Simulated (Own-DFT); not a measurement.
# What a defect does to the pressure of its cell: C40 NbSi2

Calculated, not measured: single-point runs of Own-DFT, a retired in-house plane-wave DFT program that no person has reviewed, on unrelaxed cells, without spin or spin-orbit coupling.

All runs used: PBEsol; PseudoDojo norm-conserving scalar-relativistic files, made for PBE; cutoff 42 hartree; 4 x 4 x 5 k mesh centred on Gamma; cold (Marzari-Vanderbilt) smearing of 0.2 eV.

Known weak points: forces on such cells failed a check on a denser k mesh; stress not checked against mesh or cutoff.

All runs share one cell, with vectors in Å (0.000, 8.324, 0.000); (-9.613, 0.000, 0.000); (0.000, 0.000, 6.586) and a volume of 527.0 Å³. The atoms are randomly displaced, by u rms on each axis. The defect's site can differ from row to row.

```
                    cell   formula   u (Å)  P (GPa)
               no defect  Nb12Si24  0.0180    -2.20
               no defect  Nb12Si24  0.0474    -1.20
               no defect  Nb12Si24  0.0482    -1.00
two Nb on a Si site each  Nb14Si22  0.0273     3.37
two Nb on a Si site each  Nb14Si22  0.0298     3.64
two Nb on a Si site each  Nb14Si22  0.0477     4.19
          one Si vacancy  Nb12Si23  0.0297    -2.52
          one Si vacancy  Nb12Si23  0.0460    -1.91
          one Si vacancy  Nb12Si23  0.0514    -1.71
two Si on a Nb site each  Nb10Si26  0.0285    -1.88
two Si on a Nb site each  Nb10Si26  0.0289        ?
two Si on a Nb site each  Nb10Si26  0.0504    -1.19
two Si on a Nb site each  Nb10Si26  0.0504    -0.90
```

## Worked fit

P = P0 + c u² + a shift for each defect gives P0 = -2.29 GPa, c = 507 ± 39 GPa/Å² and a scatter of 0.11 GPa. The shifts, and each times the cell's volume:

- two Nb on a Si site each: 5.37 ± 0.09 GPa, 17.7 eV (8.8 eV for each of its 2 sites)
- two Si on a Nb site each: -0.02 ± 0.09 GPa, -0.1 eV (0.0 eV for each of its 2 sites) (not resolved)
- one Si vacancy: -0.70 ± 0.09 GPa, -2.3 eV

Positive is outwards. The product with the volume (160.2 GPa Å³ to the eV) is nearly free of the cell's size; divided by the bulk modulus at the cell's pressure it gives the volume that the defect adds. The atoms around the defects weren't relaxed, which would change these numbers.

## The run left out

Question: what pressure belongs in the blank (two Si on a Nb site each, u = 0.0289 Å)?

The fit gives -1.89 ± 0.13 GPa. The calculation gave -1.88 GPa.
